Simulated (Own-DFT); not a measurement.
Si3N4 (beta silicon nitride, atoms displaced) (calculated)

All values are calculated (Own-DFT development build). A calculation, not a measurement: plane-wave PBE density functional theory by an unreviewed code, no spin, of a simulated periodic cell, stress positive in tension, free energy of the whole cell less one offset for each atom, forces on such cells passed a denser k mesh, this cell's mesh not checked; offsets are fitted by least squares, one for each functional and potential file, so energies compare only between cells with the same atoms and settings and are not formation energies; the far tail of each file's local potential was reset to the Coulomb form; each entry is a single point on an unrelaxed cell, so the pressure reflects the starting lattice, mostly measured values (interpolated for alloys), from which strain is counted, and rises with the displacements; printed positions are rounded, which can move forces by about a meV/angstrom; the program, named Own-DFT, is a retired in-house code; no spin-orbit coupling.

Common to all runs: functional PBE; potential files PseudoDojo norm-conserving, scalar-relativistic, standard set; wave cutoff 42 hartree; occupations Fermi-Dirac; smearing width 0.1 eV; k mesh 3 x 3 x 3 centred on Gamma.

(1) Si3N4 (beta silicon nitride, atoms displaced)

```
cell vectors (Å)
   7.6060     0.0000     0.0000
  -3.8030     6.5870     0.0000
   0.0000     0.0000     8.7270
atoms (fractions of the cell vectors)
Si  0.17467  0.76988  0.07791
Si  0.23276  0.40706  0.07667
Si  0.59567  0.82541  0.07678
Si  0.81852  0.22856  0.24702
Si  0.77309  0.59877  0.25207
Si  0.40627  0.17176  0.24740
N   0.33006  0.03193  0.08206
N   0.96522  0.30128  0.08037
N   0.70121  0.67123  0.08217
N   0.66472  0.96794  0.24710
N   0.03055  0.69948  0.25037
N   0.29904  0.32806  0.24833
N   0.32864  0.66180  0.08340
N   0.66486  0.33170  0.25158
Si  0.17680  0.76932  0.41894
Si  0.22672  0.40282  0.41873
Si  0.59560  0.82513  0.41546
Si  0.82563  0.23143  0.58457
Si  0.77108  0.59514  0.58262
Si  0.40263  0.17072  0.58383
N   0.33364  0.02991  0.41884
N   0.96907  0.29801  0.41674
N   0.69881  0.66490  0.41258
N   0.66804  0.96580  0.58633
N   0.02924  0.69364  0.58454
N   0.29581  0.32965  0.58558
N   0.33674  0.67132  0.41636
N   0.66838  0.33247  0.58101
Si  0.17183  0.76980  0.75151
Si  0.22565  0.40065  0.74849
Si  0.59419  0.82194  0.75336
Si  0.82747  0.23231  0.91315
Si  0.76856  0.59636  0.91555
Si  0.40287  0.17639  0.91626
N   0.33214  0.02637  0.75068
N   0.96755  0.30152  0.75277
N   0.69228  0.66449  0.74886
N   0.66872  0.97191  0.91985
N   0.03073  0.69774  0.91760
N   0.30361  0.33231  0.91700
N   0.33559  0.66971  0.75059
N   0.67023  0.33689  0.91868
```

* free energy of cell above offsets: -7.372 eV
* pressure: 5.53 GPa
* stress xx: -6.13 GPa
* stress yy: -4.71 GPa
* stress zz: -5.76 GPa
* stress yz: -0.21 GPa
* stress xz: 0.83 GPa
* stress xy: 0.35 GPa

Force:
```csv
element,x (eV/Å),y (eV/Å),z (eV/Å)
Si,0.44,-0.329,1.945
Si,-0.881,-0.681,2.32
Si,-0.901,-0.706,2.129
Si,0.999,0.423,0.267
Si,0.031,-1.344,-1.461
Si,-0.481,0.648,0.958
N,-0.063,-0.617,-0.433
N,1.083,0.144,0.231
N,0.272,-0.002,0.088
N,0.281,-0.209,0.098
N,0.622,0.589,-0.197
N,-0.41,0.088,0.075
N,0.553,1.413,-0.4
N,-0.208,0.759,-0.166
Si,-0.04,-0.259,-0.716
Si,0.701,0.885,-1.376
Si,-0.109,0.177,0.118
Si,-0.151,-0.654,-0.549
Si,-0.625,-0.801,-0.251
Si,0.593,0.891,0.032
N,-0.417,-0.045,-0.558
N,-0.676,-0.392,-0.167
N,-0.601,0.818,1.586
N,0.438,0.646,-0.38
N,-0.019,0.557,0.054
N,0.772,-0.744,-0.408
N,-0.02,-1.425,0.149
N,-0.942,0.073,0.348
Si,1.212,-0.815,-0.264
Si,0.33,1.745,0.785
Si,-0.996,0.812,-0.556
Si,-1.277,0.063,1.609
Si,0.193,-0.661,0.317
Si,1.817,-0.059,-0.049
N,-0.536,1.084,0.116
N,0.638,-0.022,-1.194
N,1.2,-0.112,0.089
N,0.265,-0.055,-1.716
N,-0.879,0.104,-0.907
N,-0.675,-0.025,-1.275
N,-0.728,-1.267,0.118
N,-0.807,-0.696,-0.41
```

(2) Si3N4 (beta silicon nitride, atoms displaced)

```
cell vectors (Å)
   7.6060     0.0000     0.0000
  -3.8030     6.5870     0.0000
   0.0000     0.0000     8.7270
atoms (fractions of the cell vectors)
Si  0.17176  0.77015  0.08123
Si  0.22977  0.39950  0.08075
Si  0.59842  0.82910  0.08263
Si  0.82979  0.23344  0.25040
Si  0.77091  0.59608  0.25046
Si  0.40485  0.17604  0.25277
N   0.33316  0.03443  0.08317
N   0.96648  0.30080  0.08588
N   0.69584  0.66891  0.08337
N   0.67103  0.96490  0.25054
N   0.02757  0.69616  0.24455
N   0.30549  0.33325  0.24691
N   0.33785  0.66695  0.08215
N   0.66559  0.33373  0.25160
Si  0.17216  0.76905  0.41560
Si  0.23139  0.40536  0.41577
Si  0.59367  0.82481  0.41121
Si  0.82493  0.23021  0.58137
Si  0.76978  0.59476  0.58121
Si  0.40479  0.17428  0.58639
N   0.32749  0.03153  0.41432
N   0.96595  0.30129  0.42076
N   0.70320  0.67175  0.41534
N   0.66415  0.96461  0.58146
N   0.03521  0.69766  0.57980
N   0.29567  0.32765  0.58353
N   0.32875  0.66574  0.41478
N   0.65993  0.33246  0.58403
Si  0.17465  0.77252  0.74903
Si  0.22899  0.40229  0.74744
Si  0.59350  0.82544  0.74956
Si  0.82592  0.23294  0.91611
Si  0.77117  0.59921  0.91658
Si  0.40469  0.17059  0.91671
N   0.33264  0.03051  0.75362
N   0.96844  0.29998  0.74832
N   0.69661  0.67011  0.75051
N   0.66505  0.96487  0.91478
N   0.03320  0.70059  0.91825
N   0.30539  0.33678  0.91769
N   0.33864  0.66844  0.74641
N   0.66591  0.33700  0.91542
```

- free energy of cell above offsets: -7.358 eV
- pressure: 5.49 GPa
- stress xx: -4.75 GPa
- stress yy: -4.02 GPa
- stress zz: -7.71 GPa
- stress yz: 0.81 GPa
- stress xz: 0.89 GPa
- stress xy: -0.59 GPa

Force:
```csv
element,x (eV/Å),y (eV/Å),z (eV/Å)
Si,2.305,0.043,0.618
Si,-0.482,1.969,0.562
Si,-0.869,-1.092,-0.152
Si,-1.571,-0.621,0.662
Si,-0.718,-0.736,-0.824
Si,0.873,0.078,-0.993
N,-0.267,-0.851,0.483
N,0.973,0.027,-0.974
N,1.122,-0.073,0.043
N,0.105,1.977,-0.703
N,0.411,0.561,1.123
N,-1.079,0.024,0.939
N,-1.358,-0.197,0.049
N,0.611,-0.14,0.018
Si,0.669,0.067,-1.229
Si,-0.287,0.327,-0.22
Si,-0.545,-0.785,1.547
Si,-1.386,-0.673,0.974
Si,-0.304,-0.011,0.732
Si,-0.254,-0.286,-0.769
N,-0.122,-0.414,1.17
N,1.237,0.29,-1.407
N,-0.146,0.087,0.23
N,0.251,1.07,-0.256
N,-1.523,-0.226,1.087
N,0.377,-0.394,-0.476
N,0.813,-0.01,-0.13
N,1.498,0.28,-0.036
Si,1.411,-1.227,0.109
Si,0.013,1.409,0.914
Si,-0.081,-0.12,-0.482
Si,-0.829,-0.409,0.009
Si,-0.511,-0.633,0.147
Si,0.059,1.744,0.649
N,-0.405,-0.132,-1.021
N,0.001,-0.143,0.29
N,1.363,-0.223,-0.606
N,0.364,1.971,0.311
N,-0.804,-0.098,-1.287
N,0.223,-1.192,-1.234
N,-1.815,-0.828,0.114
N,0.675,-0.408,0.015
```

(3) Si3N4 (beta silicon nitride, atoms displaced)

```
cell vectors (Å)
   7.6060     0.0000     0.0000
  -3.8030     6.5870     0.0000
   0.0000     0.0000     8.7270
atoms (fractions of the cell vectors)
Si  0.17446  0.77100  0.08669
Si  0.23205  0.40654  0.08657
Si  0.59946  0.82165  0.08732
Si  0.82815  0.22966  0.25103
Si  0.76512  0.59478  0.25323
Si  0.40752  0.17598  0.24865
N   0.32972  0.03234  0.08429
N   0.96850  0.30156  0.08375
N   0.70210  0.66918  0.08423
N   0.66803  0.97248  0.25106
N   0.02722  0.69646  0.25176
N   0.29820  0.33168  0.25354
N   0.33164  0.66530  0.08305
N   0.66474  0.33187  0.24609
Si  0.17191  0.77239  0.42012
Si  0.23248  0.40301  0.41919
Si  0.59230  0.82042  0.41578
Si  0.83112  0.23261  0.58163
Si  0.77033  0.59364  0.58279
Si  0.40547  0.17504  0.58516
N   0.33586  0.03662  0.41640
N   0.96390  0.29727  0.41286
N   0.69877  0.66577  0.41810
N   0.66149  0.96384  0.58419
N   0.02874  0.69699  0.58371
N   0.30035  0.32825  0.58249
N   0.33432  0.66460  0.41357
N   0.66919  0.33449  0.58821
Si  0.17263  0.77123  0.74998
Si  0.23299  0.40581  0.74655
Si  0.59501  0.83015  0.75187
Si  0.82560  0.22802  0.91572
Si  0.76830  0.60144  0.91645
Si  0.40817  0.17805  0.91996
N   0.33539  0.02728  0.74912
N   0.96541  0.29798  0.74958
N   0.69237  0.66076  0.74916
N   0.66883  0.96631  0.91794
N   0.03062  0.70337  0.92153
N   0.30311  0.33451  0.91506
N   0.33371  0.66637  0.74787
N   0.66749  0.32856  0.91935
```

- free energy of cell above offsets: -7.341 eV
- pressure: 5.44 GPa
- stress xx: -4.39 GPa
- stress yy: -4.55 GPa
- stress zz: -7.38 GPa
- stress yz: -0.16 GPa
- stress xz: -0.18 GPa
- stress xy: -0.2 GPa

Force:
```csv
element,x (eV/Å),y (eV/Å),z (eV/Å)
Si,0.443,-0.413,-0.109
Si,-0.5,0.031,-0.836
Si,-2.097,0.659,-0.64
Si,-1.646,0.494,-1.372
Si,1.292,-1.23,-0.785
Si,-0.107,0.225,0.374
N,-0.23,-0.319,0.087
N,0.727,-0.197,-0.165
N,-0.156,0.08,0.523
N,0.465,-1.262,0.058
N,-0.001,0.54,0.46
N,0.814,-0.596,-0.664
N,0.58,0.745,0.188
N,0.487,0.598,0.42
Si,1.454,-0.144,-1.13
Si,-1.193,0.696,-0.635
Si,-0.516,0.777,0.523
Si,-1.796,-1.066,0.231
Si,-0.488,-0.763,0.708
Si,1.42,-0.026,-0.12
N,-0.429,-1.147,0.255
N,1.942,0.743,1.473
N,-0.417,0.509,0.025
N,0.74,1.371,-0.642
N,0.042,0.461,0.267
N,-0.393,-0.068,0.302
N,-1.163,-0.062,0.322
N,-0.052,-0.366,-0.457
Si,0.931,-0.89,0.876
Si,-0.634,0.503,1.061
Si,-0.131,-1.467,-0.405
Si,-0.49,0.275,0.684
Si,1.368,-2.135,-0.1
Si,0.33,-0.405,-0.959
N,-0.601,0.965,0.601
N,1.573,0.42,-0.258
N,-0.347,1.064,-0.092
N,0.397,0.166,0.595
N,-0.28,0.129,-1.095
N,-0.07,-0.34,0.501
N,-0.687,-0.041,0.067
N,-0.583,1.483,-0.138
```

(4) Si3N4 (beta silicon nitride, atoms displaced)

```
cell vectors (Å)
   7.6060     0.0000     0.0000
  -3.8030     6.5870     0.0000
   0.0000     0.0000     8.7270
atoms (fractions of the cell vectors)
Si  0.17754  0.76968  0.08226
Si  0.22938  0.40035  0.08301
Si  0.59201  0.82302  0.08270
Si  0.82848  0.22891  0.25146
Si  0.77346  0.59956  0.25019
Si  0.40340  0.17770  0.24985
N   0.32662  0.02508  0.08300
N   0.96692  0.30460  0.08473
N   0.70290  0.67229  0.07982
N   0.67080  0.96983  0.25150
N   0.02742  0.69236  0.25430
N   0.30318  0.33068  0.25115
N   0.33048  0.66640  0.08007
N   0.66570  0.33697  0.25248
Si  0.17369  0.76912  0.41477
Si  0.23114  0.40706  0.41569
Si  0.60225  0.83480  0.41597
Si  0.82981  0.23036  0.58396
Si  0.76653  0.58939  0.58367
Si  0.40477  0.17480  0.58552
N   0.33060  0.02728  0.41581
N   0.96947  0.29806  0.41634
N   0.69508  0.66229  0.41717
N   0.66083  0.96542  0.58176
N   0.03399  0.69883  0.58344
N   0.30317  0.33232  0.58176
N   0.33444  0.66575  0.42000
N   0.66678  0.33188  0.58388
Si  0.16921  0.76921  0.75230
Si  0.23544  0.40477  0.75056
Si  0.60047  0.82611  0.74876
Si  0.82693  0.22983  0.91778
Si  0.77131  0.59361  0.91725
Si  0.40877  0.17661  0.91894
N   0.33341  0.03243  0.74875
N   0.97056  0.30287  0.75172
N   0.70001  0.66848  0.74870
N   0.67122  0.97041  0.91775
N   0.02974  0.70220  0.91694
N   0.29610  0.32988  0.91721
N   0.33271  0.66865  0.75104
N   0.66951  0.33804  0.91712
```

* free energy of cell above offsets: -7.370 eV
* pressure: 5.39 GPa
* stress xx: -4.35 GPa
* stress yy: -5.57 GPa
* stress zz: -6.24 GPa
* stress yz: 0.21 GPa
* stress xz: 0.11 GPa
* stress xy: 0.3 GPa

Force:
```csv
element,x (eV/Å),y (eV/Å),z (eV/Å)
Si,-0.947,-1.116,0.679
Si,-0.709,1.189,0.485
Si,-0.097,0.113,0.096
Si,-1.983,0.918,-0.221
Si,-0.865,-1.16,-0.049
Si,1.828,-0.98,0.432
N,0.007,1.731,0.243
N,1.036,-0.13,-0.041
N,-0.095,0.102,0.924
N,0.197,0.038,-1.11
N,0.751,0.885,-1.654
N,-1.484,0.476,-0.64
N,1.009,-0.717,0.36
N,0.776,-0.847,-0.329
Si,1.087,-0.41,1.08
Si,0.448,0.593,0.425
Si,-0.692,-2.953,0.247
Si,-1.252,-0.032,0.227
Si,0.558,0.417,-0.438
Si,0.729,-0.278,-1.135
N,-0.308,1.015,0.054
N,0.47,-0.106,0.289
N,-0.383,1.155,-0.053
N,0.915,1.76,0.765
N,-1.287,-0.296,0.024
N,-0.369,-0.186,0.313
N,0.029,0.664,-0.606
N,0.452,-0.48,0.106
Si,1.664,0.125,-0.862
Si,-1.089,1.31,-0.626
Si,-1.798,-0.537,0.363
Si,-0.725,0.468,-0.184
Si,-0.648,0.481,-0.451
Si,-0.029,-0.317,-0.657
N,-0.375,-0.185,1.154
N,0.527,-0.32,-0.262
N,0.484,-0.125,0.421
N,0.116,-0.12,-0.3
N,0.098,0.094,0.435
N,1.15,-0.818,0.229
N,0.608,-0.194,0.169
N,0.193,-1.228,0.096
```
